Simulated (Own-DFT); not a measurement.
## Calculated data, GaN (wurtzite, strained, atoms displaced)

Computed with Own-DFT development build. A calculation, not a measurement: plane-wave PBE density functional theory by an unreviewed code, no spin, of a simulated periodic cell, stress positive in tension, free energy of the whole cell less one offset for each atom, forces on such cells passed a denser k mesh, this cell's mesh not checked; offsets are fitted by least squares, one for each functional and potential file, so energies compare only between cells with the same atoms and settings and are not formation energies; the far tail of each file's local potential was reset to the Coulomb form; each entry is a single point on an unrelaxed cell, so the pressure reflects the starting lattice, mostly measured values (interpolated for alloys), from which strain is counted, and rises with the displacements; printed positions are rounded, which can move forces by about a meV/angstrom; the program, named Own-DFT, is a retired in-house code; no spin-orbit coupling.

Settings shared by all entries: functional PBE; potential files PseudoDojo norm-conserving, scalar-relativistic, standard set with the stringent files for Ga; wave cutoff 96 hartree; occupations Gaussian; smearing width 0.01 eV; k mesh 3 x 4 x 3 centred on Gamma.

```json
{"entry": 1, "formula": "GaN", "kind": "wurtzite, strained, atoms displaced", "structure": {"cell_angstrom": [[12.756, 0.0, 0.0], [-4.7835, 8.2853, 0.0], [0.0, 0.0, 10.6811]], "atoms_fractional": [["Ga", 0.07894, 0.21675, 0.99926], ["Ga", 0.16749, 0.10916, 0.25556], ["N", 0.09187, 0.22907, 0.18333], ["N", 0.16382, 0.10272, 0.43816], ["Ga", 0.08432, 0.22516, 0.50573], ["Ga", 0.17122, 0.11336, 0.75648], ["N", 0.094, 0.22277, 0.68258], ["N", 0.15769, 0.10981, 0.93691], ["Ga", 0.08282, 0.55323, 0.00283], ["Ga", 0.16476, 0.44481, 0.25177], ["N", 0.09062, 0.55594, 0.19017], ["N", 0.16207, 0.44105, 0.44567], ["Ga", 0.08758, 0.55707, 0.5025], ["Ga", 0.16908, 0.43885, 0.74983], ["N", 0.0788, 0.54218, 0.68938], ["N", 0.16973, 0.44488, 0.93459], ["Ga", 0.08157, 0.87864, 0.0006], ["Ga", 0.16079, 0.77292, 0.25397], ["N", 0.08596, 0.89737, 0.19637], ["N", 0.16423, 0.7816, 0.43852], ["Ga", 0.07283, 0.88015, 0.50426], ["Ga", 0.16644, 0.77767, 0.75206], ["N", 0.08337, 0.89034, 0.68945], ["N", 0.16511, 0.78223, 0.93125], ["Ga", 0.33291, 0.2256, 0.99802], ["Ga", 0.41376, 0.10867, 0.25081], ["N", 0.33112, 0.22488, 0.18307], ["N", 0.41649, 0.11029, 0.43734], ["Ga", 0.33219, 0.20597, 0.50407], ["Ga", 0.41583, 0.10776, 0.74431], ["N", 0.34394, 0.22904, 0.69561], ["N", 0.4177, 0.10857, 0.94112], ["Ga", 0.33718, 0.56926, 0.99115], ["Ga", 0.41176, 0.44369, 0.24913], ["N", 0.32781, 0.55245, 0.18446], ["N", 0.4189, 0.44753, 0.44459], ["Ga", 0.33128, 0.54173, 0.49673], ["Ga", 0.41809, 0.44665, 0.75366], ["N", 0.33482, 0.55658, 0.68696], ["N", 0.41188, 0.44289, 0.93457], ["Ga", 0.3362, 0.88515, 0.00081], ["Ga", 0.41523, 0.78054, 0.24732], ["N", 0.33171, 0.88378, 0.18936], ["N", 0.4214, 0.77977, 0.43794], ["Ga", 0.33536, 0.89571, 0.49736], ["Ga", 0.41438, 0.77093, 0.74154], ["N", 0.3347, 0.88821, 0.69245], ["N", 0.41644, 0.78639, 0.94083], ["Ga", 0.57524, 0.21998, 0.99232], ["Ga", 0.66373, 0.103, 0.25019], ["N", 0.58477, 0.22569, 0.19166], ["N", 0.66778, 0.11534, 0.44925], ["Ga", 0.58086, 0.21736, 0.50377], ["Ga", 0.65971, 0.11316, 0.7489], ["N", 0.57886, 0.21438, 0.68582], ["N", 0.66477, 0.10532, 0.94041], ["Ga", 0.58684, 0.56231, 0.00328], ["Ga", 0.66351, 0.4403, 0.24934], ["N", 0.57876, 0.55163, 0.18031], ["N", 0.66713, 0.44093, 0.43886], ["Ga", 0.57753, 0.5524, 0.50519], ["Ga", 0.65856, 0.44292, 0.75061], ["N", 0.58819, 0.5592, 0.68663], ["N", 0.66169, 0.45255, 0.93909], ["Ga", 0.5934, 0.903, 0.99772], ["Ga", 0.66444, 0.77265, 0.25642], ["N", 0.58101, 0.89096, 0.1843], ["N", 0.66885, 0.78054, 0.43769], ["Ga", 0.58051, 0.89506, 0.4995], ["Ga", 0.67091, 0.77627, 0.74367], ["N", 0.58913, 0.89527, 0.68985], ["N", 0.6676, 0.77764, 0.93258], ["Ga", 0.83715, 0.23315, 0.0094], ["Ga", 0.9186, 0.11316, 0.24231], ["N", 0.83086, 0.22115, 0.1908], ["N", 0.91914, 0.11123, 0.43502], ["Ga", 0.83089, 0.22495, 0.49963], ["Ga", 0.91931, 0.11409, 0.75348], ["N", 0.83111, 0.22289, 0.68406], ["N", 0.91074, 0.10662, 0.94229], ["Ga", 0.83217, 0.55631, 0.99993], ["Ga", 0.91683, 0.44394, 0.24717], ["N", 0.83793, 0.56627, 0.18295], ["N", 0.92604, 0.45861, 0.43757], ["Ga", 0.83147, 0.5626, 0.49784], ["Ga", 0.92177, 0.45516, 0.74662], ["N", 0.83536, 0.55655, 0.68272], ["N", 0.90989, 0.4414, 0.93224], ["Ga", 0.82821, 0.88084, 2e-05], ["Ga", 0.90175, 0.76982, 0.25888], ["N", 0.82277, 0.8903, 0.19508], ["N", 0.91942, 0.78421, 0.4351], ["Ga", 0.8358, 0.88967, 0.49956], ["Ga", 0.91391, 0.77699, 0.75377], ["N", 0.83734, 0.88378, 0.69], ["N", 0.91422, 0.77108, 0.94042]]}, "results": {"free_energy_of_cell_above_offsets [eV]": "-6.120", "pressure [GPa]": 1.31, "stress_xx [GPa]": -4.12, "stress_yy [GPa]": -4.54, "stress_zz [GPa]": 4.72, "stress_yz [GPa]": -0.27, "stress_xz [GPa]": -0.22, "stress_xy [GPa]": 0.78, "force_element": ["Ga", "Ga", "N", "N", "Ga", "Ga", "N", "N", "Ga", "Ga", "N", "N", "Ga", "Ga", "N", "N", "Ga", "Ga", "N", "N", "Ga", "Ga", "N", "N", "Ga", "Ga", "N", "N", "Ga", "Ga", "N", "N", "Ga", "Ga", "N", "N", "Ga", "Ga", "N", "N", "Ga", "Ga", "N", "N", "Ga", "Ga", "N", "N", "Ga", "Ga", "N", "N", "Ga", "Ga", "N", "N", "Ga", "Ga", "N", "N", "Ga", "Ga", "N", "N", "Ga", "Ga", "N", "N", "Ga", "Ga", "N", "N", "Ga", "Ga", "N", "N", "Ga", "Ga", "N", "N", "Ga", "Ga", "N", "N", "Ga", "Ga", "N", "N", "Ga", "Ga", "N", "N", "Ga", "Ga", "N", "N"], "force_x [eV/angstrom]": [-0.012, -0.25, -1.117, 0.167, 0.107, 0.102, -1.183, 1.728, 0.161, 1.115, -2.026, 1.164, -0.695, -0.527, 1.227, -0.88, -0.948, 0.119, -0.576, 0.825, 1.644, -0.049, 0.108, 1.143, -0.383, 0.015, 0.66, 0.653, -1.757, 0.161, -1.178, -1.773, 0.202, 0.213, 0.575, 0.264, -1.254, 0.158, 0.246, 0.591, -1.852, 0.681, -1.026, -1.356, -0.003, 0.604, -0.458, 1.95, 1.868, -0.581, -0.062, -0.291, 0.087, 2.332, -0.624, -0.353, -1.547, 0.066, 0.229, -0.891, 1.414, 1.802, -1.157, 1.48, -0.487, -1.439, 0.642, -0.438, 1.484, -0.694, -0.525, -0.528, -0.504, 0.641, 0.115, -0.469, 1.475, -0.436, 0.385, 0.165, -0.347, -0.015, -0.211, -1.142, 0.942, -0.938, -1.015, 0.792, 0.271, 1.269, 1.665, -1.165, -0.681, 1.228, -0.907, -0.186], "force_y [eV/angstrom]": [0.922, 0.781, -0.903, 0.901, -1.207, -0.401, -0.366, -0.674, 0.18, -0.541, 0.005, 0.443, 0.555, 0.426, 1.826, -0.14, 1.481, 0.956, -2.083, -0.322, 1.175, -0.532, -0.248, -0.975, -0.651, 0.371, -0.407, 0.199, 1.518, -0.269, -0.798, -0.369, -1.465, 0.165, 0.786, -1.993, 1.736, 0.486, -0.835, 0.902, 0.898, -0.953, 0.682, -0.673, -1.88, 1.396, -0.304, -0.494, 0.922, 0.997, -1.109, -0.407, 0.972, -0.234, 1.454, 3.307, -0.16, 0.639, 0.4, 0.273, 0.811, -0.108, -0.441, -1.36, -2.875, -0.165, -0.732, -0.483, -0.6, 0.965, -1.184, 0.076, -1.366, 0.221, 0.445, 0.362, 0.676, -0.022, 0.088, 0.423, -0.613, 0.733, -1.668, -1.111, -0.743, -1.854, 0.053, 0.733, 0.553, 1.871, -0.234, -1.148, 0.651, -0.502, 1.323, 0.859], "force_z [eV/angstrom]": [0.338, -0.319, 0.524, 0.726, -1.106, -0.532, 1.325, 0.137, -0.809, 0.483, -0.885, -1.378, 0.412, 0.216, -0.364, 0.148, 1.001, -0.008, -1.333, 0.43, 0.229, -0.834, 0.032, 1.201, 0.144, -0.779, 0.736, -0.351, 0.293, 1.694, -1.166, -1.045, 1.164, -0.079, 0.258, -1.419, 0.725, -0.16, -0.474, 0.363, 0.538, 0.394, -0.216, -0.294, 0.481, 1.083, -1.222, -1.477, 1.452, 0.616, -0.692, -1.983, -0.52, 0.776, 0.174, -1.019, -0.688, 0.205, 1.73, -0.226, -0.644, 0.162, -0.115, -0.762, 0.618, -0.456, 0.287, 0.696, 0.764, 0.765, -0.49, 0.073, -1.35, 1.209, -0.081, 0.084, 0.177, -0.483, 0.784, -0.225, -0.112, 0.982, 0.497, -0.563, 0.32, 0.142, 0.556, 0.84, 0.557, -1.342, -1.357, 0.435, 0.29, 0.152, -0.733, -0.339]}}
{"entry": 2, "formula": "GaN", "kind": "wurtzite, strained, atoms displaced", "structure": {"cell_angstrom": [[12.756, 0.0, 0.0], [-4.7835, 8.2853, 0.0], [0.0, 0.0, 10.6811]], "atoms_fractional": [["Ga", 0.07884, 0.22011, 0.99507], ["Ga", 0.16437, 0.10579, 0.24573], ["N", 0.08401, 0.21752, 0.1772], ["N", 0.17019, 0.11146, 0.43981], ["Ga", 0.08612, 0.22734, 0.48883], ["Ga", 0.16712, 0.11326, 0.74895], ["N", 0.08951, 0.21938, 0.6956], ["N", 0.16065, 0.11126, 0.93722], ["Ga", 0.07835, 0.55993, 0.00539], ["Ga", 0.16299, 0.44394, 0.25813], ["N", 0.08785, 0.56309, 0.19742], ["N", 0.17227, 0.458, 0.44087], ["Ga", 0.08157, 0.54921, 0.4989], ["Ga", 0.1752, 0.44818, 0.7553], ["N", 0.08609, 0.55605, 0.68661], ["N", 0.16881, 0.44208, 0.94136], ["Ga", 0.08458, 0.88827, 0.00426], ["Ga", 0.16627, 0.76917, 0.25408], ["N", 0.085, 0.89028, 0.19114], ["N", 0.16295, 0.77147, 0.44145], ["Ga", 0.08242, 0.88212, 0.49623], ["Ga", 0.1692, 0.77708, 0.74972], ["N", 0.08888, 0.89877, 0.68086], ["N", 0.16769, 0.77945, 0.92988], ["Ga", 0.33554, 0.21846, 0.00478], ["Ga", 0.41919, 0.10765, 0.25524], ["N", 0.3347, 0.2284, 0.18202], ["N", 0.41858, 0.10539, 0.44053], ["Ga", 0.32613, 0.21351, 0.49543], ["Ga", 0.41324, 0.10779, 0.76205], ["N", 0.33806, 0.21306, 0.68908], ["N", 0.41016, 0.0992, 0.94026], ["Ga", 0.33652, 0.56008, 0.00122], ["Ga", 0.41976, 0.45592, 0.24854], ["N", 0.33616, 0.55647, 0.18839], ["N", 0.40633, 0.43863, 0.44068], ["Ga", 0.33327, 0.54819, 0.50104], ["Ga", 0.41283, 0.44551, 0.74979], ["N", 0.32331, 0.53628, 0.68925], ["N", 0.41404, 0.4356, 0.93183], ["Ga", 0.3355, 0.88517, 0.99575], ["Ga", 0.41833, 0.771, 0.24453], ["N", 0.33562, 0.88722, 0.18823], ["N", 0.4199, 0.78129, 0.43907], ["Ga", 0.32877, 0.88516, 0.49909], ["Ga", 0.41736, 0.78415, 0.75085], ["N", 0.32855, 0.87988, 0.6829], ["N", 0.42597, 0.77751, 0.93873], ["Ga", 0.58401, 0.22668, 0.99208], ["Ga", 0.66503, 0.10531, 0.24967], ["N", 0.57783, 0.2242, 0.19417], ["N", 0.65874, 0.09842, 0.44206], ["Ga", 0.5876, 0.22764, 0.50008], ["Ga", 0.65931, 0.10346, 0.74955], ["N", 0.58723, 0.22684, 0.68897], ["N", 0.67009, 0.10799, 0.93475], ["Ga", 0.57661, 0.55519, 0.99875], ["Ga", 0.67144, 0.44917, 0.25564], ["N", 0.59105, 0.56157, 0.18403], ["N", 0.67083, 0.44771, 0.43992], ["Ga", 0.57359, 0.54959, 0.49232], ["Ga", 0.6677, 0.44494, 0.74471], ["N", 0.57861, 0.5454, 0.6889], ["N", 0.67099, 0.44103, 0.94666], ["Ga", 0.58306, 0.88592, 2e-05], ["Ga", 0.66223, 0.77735, 0.24306], ["N", 0.57768, 0.88716, 0.17542], ["N", 0.67089, 0.7778, 0.43393], ["Ga", 0.59116, 0.89398, 0.49974], ["Ga", 0.66559, 0.77425, 0.75263], ["N", 0.57929, 0.87987, 0.69735], ["N", 0.66285, 0.77476, 0.94204], ["Ga", 0.8347, 0.22143, 0.00028], ["Ga", 0.92457, 0.11495, 0.25117], ["N", 0.82577, 0.21263, 0.18542], ["N", 0.93057, 0.11716, 0.43676], ["Ga", 0.82137, 0.21653, 0.50404], ["Ga", 0.92725, 0.11688, 0.74801], ["N", 0.83255, 0.21944, 0.68687], ["N", 0.91485, 0.10087, 0.94265], ["Ga", 0.83594, 0.55745, 5e-05], ["Ga", 0.92004, 0.4493, 0.2538], ["N", 0.83181, 0.55422, 0.18568], ["N", 0.92005, 0.44653, 0.44218], ["Ga", 0.83679, 0.56193, 0.49065], ["Ga", 0.91576, 0.43826, 0.75745], ["N", 0.83539, 0.54785, 0.6954], ["N", 0.91895, 0.4462, 0.94195], ["Ga", 0.8274, 0.882, 0.99507], ["Ga", 0.91551, 0.77849, 0.24983], ["N", 0.83328, 0.89463, 0.19731], ["N", 0.91527, 0.77039, 0.42602], ["Ga", 0.82524, 0.88132, 0.50638], ["Ga", 0.91411, 0.77698, 0.74838], ["N", 0.83254, 0.89295, 0.68814], ["N", 0.92023, 0.78257, 0.93465]]}, "results": {"free_energy_of_cell_above_offsets [eV]": "-4.973", "pressure [GPa]": 1.68, "stress_xx [GPa]": -4.96, "stress_yy [GPa]": -4.67, "stress_zz [GPa]": 4.58, "stress_yz [GPa]": 0.09, "stress_xz [GPa]": -0.43, "stress_xy [GPa]": -0.83, "force_element": ["Ga", "Ga", "N", "N", "Ga", "Ga", "N", "N", "Ga", "Ga", "N", "N", "Ga", "Ga", "N", "N", "Ga", "Ga", "N", "N", "Ga", "Ga", "N", "N", "Ga", "Ga", "N", "N", "Ga", "Ga", "N", "N", "Ga", "Ga", "N", "N", "Ga", "Ga", "N", "N", "Ga", "Ga", "N", "N", "Ga", "Ga", "N", "N", "Ga", "Ga", "N", "N", "Ga", "Ga", "N", "N", "Ga", "Ga", "N", "N", "Ga", "Ga", "N", "N", "Ga", "Ga", "N", "N", "Ga", "Ga", "N", "N", "Ga", "Ga", "N", "N", "Ga", "Ga", "N", "N", "Ga", "Ga", "N", "N", "Ga", "Ga", "N", "N", "Ga", "Ga", "N", "N", "Ga", "Ga", "N", "N"], "force_x [eV/angstrom]": [0.752, 0.625, -0.293, -1.513, 1.419, 1.674, -1.378, 1.639, 1.929, 1.217, -0.393, 0.317, -0.326, -2.821, -0.17, -0.876, -0.185, 0.051, 0.26, 0.4, -0.745, -1.306, -0.43, 0.121, -1.456, -1.114, 0.372, -0.638, 2.148, 0.659, -1.478, 0.799, -0.058, 0.943, -1.127, 1.865, -1.065, 1.242, 1.686, -0.189, -0.206, -1.034, -0.458, 0.429, 0.92, -0.184, 0.765, -2.026, 0.555, -1.017, 1.686, 0.391, -0.841, 1.025, -0.462, -0.917, 1.338, -0.495, -1.023, -0.843, 0.923, 0.266, -0.14, -1.367, 0.537, 0.818, 0.89, -1.427, -1.146, 0.003, 0.447, 0.512, -0.046, -1.028, 1.12, -3.051, 2.131, -1.239, 0.048, -0.966, -0.376, -0.712, 0.858, -0.977, 0.51, 0.749, -0.732, -0.14, 0.839, -0.247, 0.118, -0.296, 1.942, 1.223, 0.076, -0.283], "force_y [eV/angstrom]": [0.156, 1.296, 1.162, -0.836, 0.357, -0.598, 1.532, -0.428, -0.011, -0.418, -2.133, -1.675, 0.852, -1.266, -0.73, 1.079, 0.775, 2.812, -1.261, 0.142, 0.666, -0.23, -1.669, -0.282, -0.069, 0.033, -0.348, 0.815, 0.331, -0.184, 1.031, 1.284, -1.302, -1.657, -0.484, -0.351, 2.141, -1.506, 2.907, 0.653, -0.897, 1.169, -0.421, -0.819, -0.109, -1.593, 1.057, -0.388, -1.448, 0.346, 0.201, 2.376, -0.838, 0.739, -1.221, 0.236, -0.841, -0.776, -0.716, -0.192, 0.392, 0.021, 1.332, 1.26, 1.373, 0.947, 0.167, -0.645, -2.794, -0.458, 0.574, -0.318, -0.52, -0.253, 1.368, -1.385, 0.842, -0.345, -0.42, 1.012, 0.232, -1.071, 0.403, -1.166, -0.843, 0.443, 1.184, -0.572, 0.262, 0.119, -0.794, 1.422, 1.147, 0.103, -0.678, -0.793], "force_z [eV/angstrom]": [0.315, 0.349, 1.653, -1.483, 2.113, 0.741, -1.679, 0.101, -0.369, -1.242, -1.612, -0.889, 1.685, 0.547, 0.411, 0.112, -0.628, 0.555, -0.49, -0.872, 0.557, -0.8, 0.398, 1.5, -0.839, -0.287, 1.624, -0.265, 1.51, -1.925, -0.517, -0.001, -0.071, 0.051, -0.454, -1.349, 0.934, -0.022, -1.263, 0.899, 1.242, 1.324, -0.337, -0.232, 0.11, -0.121, 0.797, -0.852, 1.503, -0.271, -0.741, -1.251, 0.592, 0.391, -0.173, 0.19, -0.005, -0.936, 0.567, -0.254, 1.193, 1.121, -0.725, -1.55, -0.636, 0.425, 1.902, -0.085, 1.058, 0.127, -1.574, -0.97, 0.116, -0.127, 0.645, -0.064, -0.213, 0.517, 0.417, -1.228, 0.121, -0.156, 0.296, -0.897, 1.798, -0.868, -1.242, -0.078, 1.391, -0.982, -1.469, 1.887, -1.025, -0.116, 0.058, 0.391]}}
```
